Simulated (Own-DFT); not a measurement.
GaN (wurtzite, strained, atoms displaced) (calculated)

All values are calculated (Own-DFT development build). A calculation, not a measurement: plane-wave PBE density functional theory by an unreviewed code, no spin, of a simulated periodic cell, stress positive in tension, free energy of the whole cell less one offset for each atom, forces on such cells passed a denser k mesh, this cell's mesh not checked; offsets are fitted by least squares, one for each functional and potential file, so energies compare only between cells with the same atoms and settings and are not formation energies; the far tail of each file's local potential was reset to the Coulomb form; each entry is a single point on an unrelaxed cell, so the pressure reflects the starting lattice, mostly measured values (interpolated for alloys), from which strain is counted, and rises with the displacements; printed positions are rounded, which can move forces by about a meV/angstrom; the program, named Own-DFT, is a retired in-house code; no spin-orbit coupling.

Settings shared by all entries: functional PBE; potential files PseudoDojo norm-conserving, scalar-relativistic, standard set with the stringent files for Ga; wave cutoff 96 hartree; occupations Gaussian; smearing width 0.01 eV; k mesh 3 x 4 x 3 centred on Gamma.

(1) GaN (wurtzite, strained, atoms displaced)

```cif
# cell vector a (Å): 12.7560 0.0000 0.0000
# cell vector b (Å): -4.7835 8.2853 0.0000
# cell vector c (Å): 0.0000 0.0000 10.6033
data_GaN
_symmetry_space_group_name_H-M 'P 1'
_symmetry_Int_Tables_number 1
_cell_length_a 12.7560
_cell_length_b 9.5670
_cell_length_c 10.6033
_cell_angle_alpha 90.000
_cell_angle_beta 90.000
_cell_angle_gamma 120.000
_cell_volume 1120.63
loop_
_atom_site_label
_atom_site_type_symbol
_atom_site_fract_x
_atom_site_fract_y
_atom_site_fract_z
_atom_site_occupancy
Ga1 Ga 0.08811 0.23393 0.99627 1
Ga2 Ga 0.17165 0.11510 0.25423 1
N1 N 0.08644 0.22606 0.19095 1
N2 N 0.16618 0.11057 0.43554 1
Ga3 Ga 0.08724 0.22690 0.49214 1
Ga4 Ga 0.16514 0.11328 0.74417 1
N3 N 0.08365 0.22297 0.69429 1
N4 N 0.16591 0.11881 0.93911 1
Ga5 Ga 0.09203 0.56781 0.99847 1
Ga6 Ga 0.16846 0.43933 0.24821 1
N5 N 0.08450 0.56412 0.18224 1
N6 N 0.16258 0.44039 0.44039 1
Ga7 Ga 0.08294 0.55682 0.50106 1
Ga8 Ga 0.16824 0.44453 0.74719 1
N7 N 0.08256 0.55595 0.68397 1
N8 N 0.17120 0.45117 0.93608 1
Ga9 Ga 0.08701 0.89210 0.99322 1
Ga10 Ga 0.16875 0.77225 0.24787 1
N9 N 0.08397 0.88093 0.19181 1
N10 N 0.16473 0.77794 0.43273 1
Ga11 Ga 0.08737 0.89659 0.50602 1
Ga12 Ga 0.16693 0.78240 0.74485 1
N11 N 0.08893 0.90026 0.68739 1
N12 N 0.16880 0.78064 0.94085 1
Ga13 Ga 0.32836 0.21183 0.00002 1
Ga14 Ga 0.42153 0.10451 0.24939 1
N13 N 0.33192 0.22253 0.18713 1
N14 N 0.41840 0.10810 0.43294 1
Ga15 Ga 0.33100 0.22515 0.50199 1
Ga16 Ga 0.41626 0.11297 0.74331 1
N15 N 0.33491 0.22423 0.68614 1
N16 N 0.42330 0.11355 0.93658 1
Ga17 Ga 0.33343 0.55909 0.99820 1
Ga18 Ga 0.41059 0.44013 0.25016 1
N17 N 0.33754 0.56519 0.18437 1
N18 N 0.42051 0.44490 0.44678 1
Ga19 Ga 0.32744 0.55787 0.50543 1
Ga20 Ga 0.41600 0.44161 0.74672 1
N19 N 0.33506 0.55158 0.68168 1
N20 N 0.41769 0.43739 0.94007 1
Ga21 Ga 0.33659 0.89054 0.00309 1
Ga22 Ga 0.42195 0.78989 0.25750 1
N21 N 0.33864 0.89124 0.17878 1
N22 N 0.41165 0.76062 0.44016 1
Ga23 Ga 0.33081 0.88808 0.50696 1
Ga24 Ga 0.41939 0.77832 0.75259 1
N23 N 0.32951 0.89419 0.69131 1
N24 N 0.40853 0.77555 0.93688 1
Ga25 Ga 0.58054 0.22250 0.99279 1
Ga26 Ga 0.66570 0.10306 0.24554 1
N25 N 0.58238 0.21722 0.18415 1
N26 N 0.67190 0.11832 0.43865 1
Ga27 Ga 0.58450 0.22154 0.49760 1
Ga28 Ga 0.66405 0.10242 0.75195 1
N27 N 0.58351 0.21650 0.69556 1
N28 N 0.66749 0.10475 0.93124 1
Ga29 Ga 0.58619 0.55808 0.99988 1
Ga30 Ga 0.66210 0.44229 0.25640 1
N29 N 0.58109 0.55479 0.18743 1
N30 N 0.66592 0.44878 0.43900 1
Ga31 Ga 0.57456 0.54805 0.50431 1
Ga32 Ga 0.66755 0.44447 0.75033 1
N31 N 0.58456 0.56657 0.68586 1
N32 N 0.66690 0.43698 0.94471 1
Ga33 Ga 0.58217 0.88530 0.00771 1
Ga34 Ga 0.67016 0.78179 0.25852 1
N33 N 0.58449 0.89287 0.18903 1
N34 N 0.67276 0.77809 0.42659 1
Ga35 Ga 0.58425 0.89948 0.49896 1
Ga36 Ga 0.66858 0.78463 0.75420 1
N35 N 0.59130 0.88735 0.69215 1
N36 N 0.66033 0.77325 0.93512 1
Ga37 Ga 0.83464 0.22929 0.99597 1
Ga38 Ga 0.91008 0.11613 0.24847 1
N37 N 0.83408 0.21894 0.18974 1
N38 N 0.91231 0.11055 0.43768 1
Ga39 Ga 0.83745 0.22892 0.49973 1
Ga40 Ga 0.91885 0.10240 0.74142 1
N39 N 0.82896 0.21567 0.68496 1
N40 N 0.91719 0.11819 0.94645 1
Ga41 Ga 0.83701 0.54524 0.00101 1
Ga42 Ga 0.91150 0.43706 0.24931 1
N41 N 0.83958 0.55787 0.18727 1
N42 N 0.91401 0.44095 0.43020 1
Ga43 Ga 0.83065 0.55263 0.49547 1
Ga44 Ga 0.91035 0.43960 0.74688 1
N43 N 0.83104 0.54682 0.69600 1
N44 N 0.91482 0.44956 0.93201 1
Ga45 Ga 0.83810 0.88745 0.00289 1
Ga46 Ga 0.91347 0.77108 0.25200 1
N45 N 0.83350 0.89271 0.18904 1
N46 N 0.92096 0.76976 0.44069 1
Ga47 Ga 0.83253 0.88626 0.50529 1
Ga48 Ga 0.91949 0.78970 0.75208 1
N47 N 0.82197 0.88202 0.68749 1
N48 N 0.92291 0.78965 0.95109 1
```

| Quantity | Value |
| --- | --- |
| free energy of cell above offsets | -5.405 eV |
| pressure | 2.92 GPa |
| stress xx | -4.4 GPa |
| stress yy | -5.76 GPa |
| stress zz | 1.4 GPa |
| stress yz | 0.08 GPa |
| stress xz | -0.12 GPa |
| stress xy | 0.11 GPa |

Force:
```csv
element,x (eV/Å),y (eV/Å),z (eV/Å)
Ga,-0.57,-0.845,0.998
Ga,-0.658,-1.527,-1.275
N,-0.369,-0.843,-0.47
N,0.162,0.456,0.874
Ga,-1.059,-1.353,0.835
Ga,0.875,1.085,1.645
N,0.007,0.05,-1.664
N,0.543,-0.853,-1.049
Ga,-0.721,-1.406,0.174
Ga,-0.673,1.616,-0.088
N,0.628,-2.192,0.395
N,0.272,1.15,-0.719
Ga,-0.57,-0.002,-0.729
Ga,-0.36,0.546,0.5
N,-0.089,0.112,0.53
N,-0.59,0.059,-0.609
Ga,0.098,0.627,2.023
Ga,-0.473,1.233,0.083
N,-0.45,1.324,-0.539
N,0.693,0.162,1.165
Ga,-0.075,-1.161,-1.566
Ga,-0.132,-1.01,1.303
N,-0.688,-1.293,0.161
N,0.071,0.886,-1.574
Ga,0.607,1.074,0.106
Ga,-1.305,0.825,-0.343
N,0.907,-0.468,0.214
N,-0.41,-0.078,0.972
Ga,0.903,-0.395,-0.537
Ga,0.319,0.367,1.446
N,-0.439,-0.466,-0.207
N,-2.002,-1.11,-0.72
Ga,1.169,-0.648,0.363
Ga,0.741,0.933,0
N,-0.148,-0.321,0.79
N,-2.482,-0.787,-1.665
Ga,1.045,-1.814,-0.718
Ga,0.545,0.636,1.185
N,-0.836,0.685,1.525
N,-0.703,0.544,-0.71
Ga,-0.533,0.572,-1.232
Ga,-0.14,-1.54,-0.838
N,-0.361,-0.422,1.957
N,-0.236,3.353,-0.178
Ga,0.077,-0.186,-1.109
Ga,-0.147,-0.077,-0.204
N,1.456,-0.771,-0.699
N,1.698,0.326,-0.35
Ga,1.556,-0.614,1.128
Ga,-0.374,2.033,0.666
N,0.569,0.606,0.247
N,-0.507,-0.642,-0.68
Ga,-0.228,0.347,0.682
Ga,0.322,0.832,-0.14
N,-0.382,0.559,-1.512
N,-0.471,0.274,1.559
Ga,-0.1,-0.972,0.44
Ga,0.381,0.102,-1.479
N,0.102,0.264,0.398
N,-0.047,-0.786,0.32
Ga,1.752,2.035,-0.118
Ga,-0.783,-0.096,0.633
N,0.687,-1.253,0.595
N,-0.071,1.847,-1.197
Ga,-0.253,0.251,-1.232
Ga,-0.042,-0.782,-2.951
N,0.315,-1.291,0.152
N,-1.137,-0.104,3.883
Ga,1.087,-1.399,0.321
Ga,-0.218,-1.885,0.759
N,-2.761,0.162,-1.625
N,1.014,0.699,0.794
Ga,-0.054,-0.689,0.208
Ga,2.912,-1.216,0.608
N,-1.92,0.976,-1.375
N,1.113,-0.1,0.234
Ga,-0.05,-0.621,0.406
Ga,-1.71,1.203,1.535
N,0.782,0.327,0.171
N,0.747,-0.716,-1.413
Ga,-2.2,1.798,0.767
Ga,0.757,1.07,-0.428
N,-1.307,-1.164,0.043
N,0.291,0.648,1.078
Ga,0.483,-0.126,1.021
Ga,1.403,-0.505,0.36
N,-0.723,2.144,-1.538
N,2.395,-0.672,-0.073
Ga,-1.961,1.155,0.634
Ga,0.609,1.325,-0.152
N,0.334,-0.386,0.083
N,-0.995,1.307,0.324
Ga,0.169,-0.164,-1.549
Ga,0.12,-1.605,0.561
N,2.581,0.79,-0.167
N,0.216,-2.02,-2.433
```

(2) GaN (wurtzite, strained, atoms displaced)

```cif
# cell vector a (Å): 12.7560 0.0000 0.0000
# cell vector b (Å): -4.7835 8.2853 0.0000
# cell vector c (Å): 0.0000 0.0000 10.6033
data_GaN
_symmetry_space_group_name_H-M 'P 1'
_symmetry_Int_Tables_number 1
_cell_length_a 12.7560
_cell_length_b 9.5670
_cell_length_c 10.6033
_cell_angle_alpha 90.000
_cell_angle_beta 90.000
_cell_angle_gamma 120.000
_cell_volume 1120.63
loop_
_atom_site_label
_atom_site_type_symbol
_atom_site_fract_x
_atom_site_fract_y
_atom_site_fract_z
_atom_site_occupancy
Ga1 Ga 0.07782 0.21528 0.00644 1
Ga2 Ga 0.16402 0.11497 0.25109 1
N1 N 0.07741 0.21483 0.18585 1
N2 N 0.16424 0.11160 0.42916 1
Ga3 Ga 0.07976 0.21058 0.49803 1
Ga4 Ga 0.17027 0.10919 0.75111 1
N3 N 0.08205 0.21666 0.69034 1
N4 N 0.16637 0.10776 0.93274 1
Ga5 Ga 0.07854 0.55351 0.99731 1
Ga6 Ga 0.17272 0.44567 0.25236 1
N5 N 0.08192 0.55373 0.18611 1
N6 N 0.16611 0.44052 0.43875 1
Ga7 Ga 0.07770 0.54349 0.49836 1
Ga8 Ga 0.17063 0.45471 0.75104 1
N7 N 0.08500 0.55245 0.69132 1
N8 N 0.15888 0.43249 0.93377 1
Ga9 Ga 0.08077 0.88197 0.99893 1
Ga10 Ga 0.16899 0.77361 0.24750 1
N9 N 0.08921 0.89601 0.18344 1
N10 N 0.16967 0.77764 0.43622 1
Ga11 Ga 0.08267 0.88995 0.50486 1
Ga12 Ga 0.17152 0.78241 0.75021 1
N11 N 0.08089 0.88600 0.69095 1
N12 N 0.16622 0.78164 0.94001 1
Ga13 Ga 0.33390 0.22486 0.00074 1
Ga14 Ga 0.42004 0.11056 0.24979 1
N13 N 0.32873 0.21730 0.19267 1
N14 N 0.41587 0.10283 0.43974 1
Ga15 Ga 0.33500 0.22574 0.50257 1
Ga16 Ga 0.41406 0.11758 0.75017 1
N15 N 0.32790 0.20668 0.68476 1
N16 N 0.41921 0.11677 0.93553 1
Ga17 Ga 0.32526 0.54757 0.00898 1
Ga18 Ga 0.42150 0.43780 0.25155 1
N17 N 0.32828 0.54803 0.18864 1
N18 N 0.41586 0.43951 0.44430 1
Ga19 Ga 0.33239 0.55597 0.49880 1
Ga20 Ga 0.41962 0.44305 0.76240 1
N19 N 0.32878 0.53950 0.69228 1
N20 N 0.41215 0.44859 0.93257 1
Ga21 Ga 0.33876 0.89751 0.00869 1
Ga22 Ga 0.41745 0.78642 0.25743 1
N21 N 0.33325 0.89318 0.18993 1
N22 N 0.41533 0.76377 0.44012 1
Ga23 Ga 0.34068 0.90560 0.50642 1
Ga24 Ga 0.41147 0.77438 0.74770 1
N23 N 0.33002 0.87075 0.68951 1
N24 N 0.41416 0.76928 0.93904 1
Ga25 Ga 0.57608 0.20726 0.00784 1
Ga26 Ga 0.66069 0.10983 0.24275 1
N25 N 0.58115 0.21370 0.18048 1
N26 N 0.67425 0.11919 0.42767 1
Ga27 Ga 0.58853 0.22202 0.50078 1
Ga28 Ga 0.66398 0.10184 0.74662 1
N27 N 0.58036 0.22332 0.68231 1
N28 N 0.66827 0.11032 0.93198 1
Ga29 Ga 0.58339 0.55601 0.99857 1
Ga30 Ga 0.66877 0.45657 0.24788 1
N29 N 0.59371 0.55848 0.18928 1
N30 N 0.66652 0.44281 0.44216 1
Ga31 Ga 0.57336 0.55287 0.50458 1
Ga32 Ga 0.66712 0.43916 0.74984 1
N31 N 0.57878 0.55164 0.67995 1
N32 N 0.66546 0.44187 0.93997 1
Ga33 Ga 0.58165 0.88122 0.00094 1
Ga34 Ga 0.65826 0.77156 0.25130 1
N33 N 0.58261 0.89293 0.18645 1
N34 N 0.66828 0.77933 0.44522 1
Ga35 Ga 0.57687 0.89007 0.51520 1
Ga36 Ga 0.66827 0.77482 0.73729 1
N35 N 0.58177 0.87805 0.68195 1
N36 N 0.65749 0.77466 0.94609 1
Ga37 Ga 0.83543 0.22513 0.01142 1
Ga38 Ga 0.91747 0.11373 0.25266 1
N37 N 0.83511 0.21737 0.19151 1
N38 N 0.91918 0.09901 0.44225 1
Ga39 Ga 0.83560 0.22401 0.49530 1
Ga40 Ga 0.91707 0.10294 0.75042 1
N39 N 0.83544 0.22162 0.69083 1
N40 N 0.92196 0.11181 0.94300 1
Ga41 Ga 0.83785 0.56272 0.00629 1
Ga42 Ga 0.91694 0.45039 0.25762 1
N41 N 0.83095 0.54943 0.18615 1
N42 N 0.92083 0.44826 0.43366 1
Ga43 Ga 0.83049 0.55545 0.49765 1
Ga44 Ga 0.91709 0.44816 0.74547 1
N43 N 0.83193 0.55815 0.68742 1
N44 N 0.91834 0.43922 0.94671 1
Ga45 Ga 0.82926 0.89588 0.00465 1
Ga46 Ga 0.91412 0.78432 0.25279 1
N45 N 0.83517 0.89098 0.19309 1
N46 N 0.91375 0.77567 0.43172 1
Ga47 Ga 0.83102 0.88575 0.49068 1
Ga48 Ga 0.92142 0.77841 0.75307 1
N47 N 0.83189 0.88756 0.68978 1
N48 N 0.91556 0.77720 0.93442 1
```

| Item | Value |
| --- | --- |
| free energy of cell above offsets | -4.768 eV |
| pressure | 3.06 GPa |
| stress xx | -5.39 GPa |
| stress yy | -3.98 GPa |
| stress zz | 0.19 GPa |
| stress yz | 0.86 GPa |
| stress xz | -0.56 GPa |
| stress xy | -0.43 GPa |

Force:
```csv
element,x (eV/Å),y (eV/Å),z (eV/Å)
Ga,1.381,0.533,-1.13
Ga,0.301,-0.999,-0.682
N,0.488,1.263,0.78
N,1.15,-0.322,1.668
Ga,0.36,1.283,1.417
Ga,-1.705,0.145,0.226
N,0.345,0.407,-0.685
N,0.184,0.246,1.12
Ga,1.523,0.336,0.449
Ga,-1.988,-0.968,0.122
N,0.462,-0.145,0.295
N,-0.017,-0.43,-0.225
Ga,1.221,1.947,0.683
Ga,0.065,-2.467,0.429
N,-1.163,0.842,-0.937
N,0.259,1.076,1.11
Ga,-0.464,1.22,0.334
Ga,-1.375,0.396,0.605
N,-0.592,-1.028,0.58
N,-0.202,-0.012,0.629
Ga,0.429,-0.445,-1.104
Ga,-0.963,-1.097,0.603
N,0.959,0.233,-0.772
N,1.284,-0.511,-0.478
Ga,-0.675,-0.413,0.035
Ga,-1.001,0.192,0.692
N,1.186,0.711,-0.784
N,0.236,2.942,-1.046
Ga,-0.335,-1.376,-0.436
Ga,1.876,-1.388,0.378
N,-0.211,1.735,-0.163
N,-0.539,-0.574,0.148
Ga,-0.545,0.367,-1.518
Ga,-0.889,0.464,0.233
N,1.9,1.199,0.609
N,-0.741,0.226,-1.602
Ga,-0.204,-1.755,1.354
Ga,-0.609,-0.169,-2.827
N,0.752,1.581,-1.041
N,1.009,-0.588,2.843
Ga,-0.274,-1.25,-1.566
Ga,0.428,-1.066,-0.603
N,0.795,-0.338,0.056
N,-0.521,2.654,-0.211
Ga,-0.527,-4.045,0.035
Ga,1.955,-1.693,1.488
N,-0.899,2.823,-0.831
N,-0.717,0.72,0.074
Ga,1.093,1.552,-2.672
Ga,1.923,0.301,0.996
N,-0.953,1.434,1.782
N,-0.865,-1.178,1.13
Ga,-0.404,0.133,-0.599
Ga,0.098,1.045,0.507
N,0.582,-1.027,0.678
N,-0.163,-0.466,0.954
Ga,0.185,-0.544,-0.14
Ga,2.256,-2.239,1.405
N,-3.168,-0.018,-0.981
N,-0.853,0.173,-1.113
Ga,1.954,0.641,-0.922
Ga,-0.433,0.591,0.514
N,0.496,-0.336,2.203
N,0.053,-0.168,-0.124
Ga,-1.673,1.209,-0.165
Ga,0.692,1.668,0.854
N,-0.07,-1.229,0.248
N,-1.671,-0.733,-1.011
Ga,1.194,0.162,-4.396
Ga,0.043,-0.608,1.52
N,-1.045,0.74,2.86
N,2.296,-0.149,-1.62
Ga,0.086,-0.673,-1.46
Ga,0.107,-0.682,0.514
N,-1.297,0.818,0.46
N,-1.636,1.776,-1.19
Ga,0.605,-0.541,0.793
Ga,-0.126,1.147,0.546
N,-0.471,-0.188,-0.947
N,-1.916,-0.631,-0.76
Ga,-0.214,-1.087,-1.186
Ga,0.62,-0.629,-1.869
N,-0.03,1.039,0.866
N,-1.081,-0.68,1.177
Ga,0.359,0.286,0.438
Ga,0.252,-0.729,1.182
N,0.471,-0.217,-0.408
N,-1.718,0.566,-1.445
Ga,0.674,-0.929,-0.25
Ga,1.87,-0.55,-0.997
N,-1.492,-0.211,-0.592
N,0.693,-0.062,1.176
Ga,0.398,-0.651,1.662
Ga,-1.419,-0.258,-0.114
N,0.796,-0.536,-0.745
N,-0.493,0.203,0.889
```

(3) GaN (wurtzite, strained, atoms displaced)

```cif
# cell vector a (Å): 12.7560 0.0000 0.0000
# cell vector b (Å): -4.7835 8.2853 0.0000
# cell vector c (Å): 0.0000 0.0000 10.6033
data_GaN
_symmetry_space_group_name_H-M 'P 1'
_symmetry_Int_Tables_number 1
_cell_length_a 12.7560
_cell_length_b 9.5670
_cell_length_c 10.6033
_cell_angle_alpha 90.000
_cell_angle_beta 90.000
_cell_angle_gamma 120.000
_cell_volume 1120.63
loop_
_atom_site_label
_atom_site_type_symbol
_atom_site_fract_x
_atom_site_fract_y
_atom_site_fract_z
_atom_site_occupancy
Ga1 Ga 0.08250 0.22076 0.99755 1
Ga2 Ga 0.16804 0.10299 0.25375 1
N1 N 0.09077 0.22620 0.19188 1
N2 N 0.16157 0.11047 0.43491 1
Ga3 Ga 0.08711 0.22295 0.49627 1
Ga4 Ga 0.17232 0.12729 0.74617 1
N3 N 0.08054 0.22237 0.68963 1
N4 N 0.15762 0.10691 0.93381 1
Ga5 Ga 0.08528 0.55355 0.99002 1
Ga6 Ga 0.16313 0.44179 0.24845 1
N5 N 0.08362 0.55568 0.18243 1
N6 N 0.16562 0.45257 0.44061 1
Ga7 Ga 0.08070 0.55375 0.50861 1
Ga8 Ga 0.16657 0.44146 0.74711 1
N7 N 0.08294 0.55153 0.69216 1
N8 N 0.17069 0.45147 0.93221 1
Ga9 Ga 0.08806 0.89230 0.00142 1
Ga10 Ga 0.16130 0.77045 0.25435 1
N9 N 0.07889 0.88554 0.19864 1
N10 N 0.17067 0.78214 0.44148 1
Ga11 Ga 0.08121 0.88784 0.50201 1
Ga12 Ga 0.16899 0.78245 0.74275 1
N11 N 0.06718 0.88184 0.68634 1
N12 N 0.16630 0.77652 0.94112 1
Ga13 Ga 0.33576 0.22942 0.99192 1
Ga14 Ga 0.41594 0.10369 0.25281 1
N13 N 0.34156 0.22827 0.17615 1
N14 N 0.41262 0.11718 0.44063 1
Ga15 Ga 0.33128 0.21752 0.50552 1
Ga16 Ga 0.41427 0.10697 0.74378 1
N15 N 0.32057 0.20816 0.69155 1
N16 N 0.42086 0.10747 0.94375 1
Ga17 Ga 0.32630 0.54810 0.99549 1
Ga18 Ga 0.41583 0.43301 0.24800 1
N17 N 0.32833 0.55133 0.18866 1
N18 N 0.40981 0.44052 0.43899 1
Ga19 Ga 0.33495 0.55229 0.50283 1
Ga20 Ga 0.41896 0.44904 0.74266 1
N19 N 0.32973 0.55994 0.69234 1
N20 N 0.41963 0.45313 0.93850 1
Ga21 Ga 0.33013 0.87695 0.00776 1
Ga22 Ga 0.41712 0.77191 0.24744 1
N21 N 0.33858 0.89961 0.18708 1
N22 N 0.41876 0.77880 0.42942 1
Ga23 Ga 0.33439 0.88482 0.49746 1
Ga24 Ga 0.42115 0.78050 0.74884 1
N23 N 0.33598 0.88972 0.68263 1
N24 N 0.42062 0.78328 0.93395 1
Ga25 Ga 0.58452 0.22859 0.98879 1
Ga26 Ga 0.66650 0.10319 0.24647 1
N25 N 0.58551 0.23083 0.18965 1
N26 N 0.66091 0.10908 0.43524 1
Ga27 Ga 0.58292 0.22498 0.50598 1
Ga28 Ga 0.67198 0.11475 0.75282 1
N27 N 0.57892 0.21268 0.68818 1
N28 N 0.65970 0.10021 0.94505 1
Ga29 Ga 0.58058 0.55439 0.00156 1
Ga30 Ga 0.67276 0.45248 0.24242 1
N29 N 0.59030 0.56607 0.19887 1
N30 N 0.67724 0.44942 0.44175 1
Ga31 Ga 0.58596 0.56060 0.50323 1
Ga32 Ga 0.67237 0.44651 0.75053 1
N31 N 0.58493 0.55291 0.68884 1
N32 N 0.66439 0.44175 0.93958 1
Ga33 Ga 0.58188 0.89415 0.00331 1
Ga34 Ga 0.67143 0.78072 0.24672 1
N33 N 0.59320 0.88941 0.19001 1
N34 N 0.66903 0.77989 0.43606 1
Ga35 Ga 0.58927 0.89423 0.50414 1
Ga36 Ga 0.67065 0.77453 0.74741 1
N35 N 0.58887 0.88912 0.69775 1
N36 N 0.66213 0.77907 0.93455 1
Ga37 Ga 0.83256 0.22337 0.99438 1
Ga38 Ga 0.92150 0.12405 0.25314 1
N37 N 0.82686 0.22460 0.18424 1
N38 N 0.91713 0.11586 0.43288 1
Ga39 Ga 0.83067 0.22326 0.50282 1
Ga40 Ga 0.91710 0.11634 0.75311 1
N39 N 0.83489 0.22475 0.69682 1
N40 N 0.91951 0.11210 0.94192 1
Ga41 Ga 0.82803 0.54898 0.99666 1
Ga42 Ga 0.91286 0.44791 0.25192 1
N41 N 0.82936 0.55297 0.19405 1
N42 N 0.91649 0.43955 0.44231 1
Ga43 Ga 0.83202 0.55603 0.50504 1
Ga44 Ga 0.91549 0.43670 0.75117 1
N43 N 0.83765 0.55928 0.69247 1
N44 N 0.91451 0.44033 0.93252 1
Ga45 Ga 0.82534 0.88803 0.00258 1
Ga46 Ga 0.92121 0.78328 0.24944 1
N45 N 0.83329 0.90142 0.18341 1
N46 N 0.91769 0.78305 0.44248 1
Ga47 Ga 0.82304 0.88696 0.50340 1
Ga48 Ga 0.91412 0.77278 0.74412 1
N47 N 0.82983 0.88197 0.68069 1
N48 N 0.91845 0.78356 0.93979 1
```

| Item | Value |
| --- | --- |
| free energy of cell above offsets | -5.410 eV |
| pressure | 2.81 GPa |
| stress xx | -5.74 GPa |
| stress yy | -5.39 GPa |
| stress zz | 2.71 GPa |
| stress yz | -0.45 GPa |
| stress xz | 0.53 GPa |
| stress xy | -1.06 GPa |

Force:
```csv
element,x (eV/Å),y (eV/Å),z (eV/Å)
Ga,0.089,0.549,1.052
Ga,-0.002,1.563,-0.752
N,-0.522,-0.899,-0.874
N,1.463,-0.158,0.719
Ga,-1.554,0.577,0.261
Ga,-3.061,-3.465,1.635
N,0.07,0.164,-0.908
N,1.651,0.923,-0.015
Ga,-1.051,0.186,1.078
Ga,0.171,0.735,0.78
N,-0.561,-0.292,0.108
N,0.825,-0.759,-0.175
Ga,0.11,0.341,-0.703
Ga,-0.515,0.339,0.323
N,-0.35,0.543,-0.057
N,-0.603,-1.691,-0.185
Ga,-0.935,-0.664,0.091
Ga,0.806,0.472,-0.115
N,1.815,0.486,-1.761
N,-0.813,-0.775,-0.168
Ga,-0.129,0.11,-0.021
Ga,-0.83,-0.2,0.813
N,3.601,1.936,-0.367
N,0.107,0.349,-0.921
Ga,0.3,-1.239,0.244
Ga,0.272,2.59,-0.24
N,-0.754,-1.705,1.031
N,1.365,-0.866,-0.186
Ga,-1.13,0.423,-0.661
Ga,0.041,-0.151,1.783
N,3.288,2.64,-1.232
N,-1.776,-0.186,-1.653
Ga,1.15,1.768,1.059
Ga,-0.505,1.659,0.491
N,0.872,0.103,-0.716
N,1.541,-0.17,0.193
Ga,-1.319,0.961,-0.566
Ga,-0.36,-0.375,1.069
N,1.475,-0.408,-0.971
N,-0.134,-0.851,-1.135
Ga,0.099,1.322,-1.07
Ga,0.144,0.481,-0.18
N,-0.184,-2.702,0.55
N,0.417,-0.159,1.518
Ga,0.307,0.584,-0.238
Ga,-0.365,0.385,0.634
N,-0.172,-0.469,0.111
N,-0.565,-1.131,0.661
Ga,0.263,-1.733,2.329
Ga,-1.277,1.563,0.433
N,0.285,-1.067,-0.428
N,0.663,0.404,0.699
Ga,0.036,0.124,-1.382
Ga,-0.952,-1.11,0.776
N,0.525,1.272,0.453
N,0.603,2.822,-1.667
Ga,0.286,1.025,0.549
Ga,-1.318,-1.641,1.9
N,-0.771,-1.613,-1.666
N,-2.365,-0.789,-0.36
Ga,0.291,-0.86,-1.099
Ga,-0.52,-0.665,-0.042
N,-0.123,-0.266,-0.261
N,-0.253,1.211,-1.004
Ga,0.418,-1.922,0.326
Ga,0.387,0.54,1.047
N,-2.168,-0.658,-0.811
N,-1.223,-0.555,-0.039
Ga,-0.822,-0.569,-0.297
Ga,-0.619,0.239,1.095
N,-0.368,0.171,-1.588
N,0.546,-0.492,0.277
Ga,-0.088,-0.645,1.198
Ga,-0.356,-0.459,-1.095
N,1.527,0.623,0.025
N,-0.226,-0.319,1.5
Ga,0.207,-0.575,-0.462
Ga,0.737,-1.49,0.244
N,-0.202,-0.879,-1.552
N,-1.036,-0.017,-0.913
Ga,0.936,1.58,0.646
Ga,0.906,-0.749,0.016
N,1.505,1.892,-1.685
N,-0.505,1.003,-0.19
Ga,1.282,0.893,-0.253
Ga,-0.098,1.979,0.082
N,-0.115,-1.811,-0.489
N,-0.059,0.458,0.589
Ga,1.086,-0.024,-0.49
Ga,-2.379,-0.716,0.852
N,1.27,-0.444,0.892
N,-0.494,-0.625,-0.712
Ga,2.318,1.069,-1.104
Ga,-1.21,0.723,2.066
N,0.023,1.193,1.366
N,-0.344,-0.963,-0.109
```
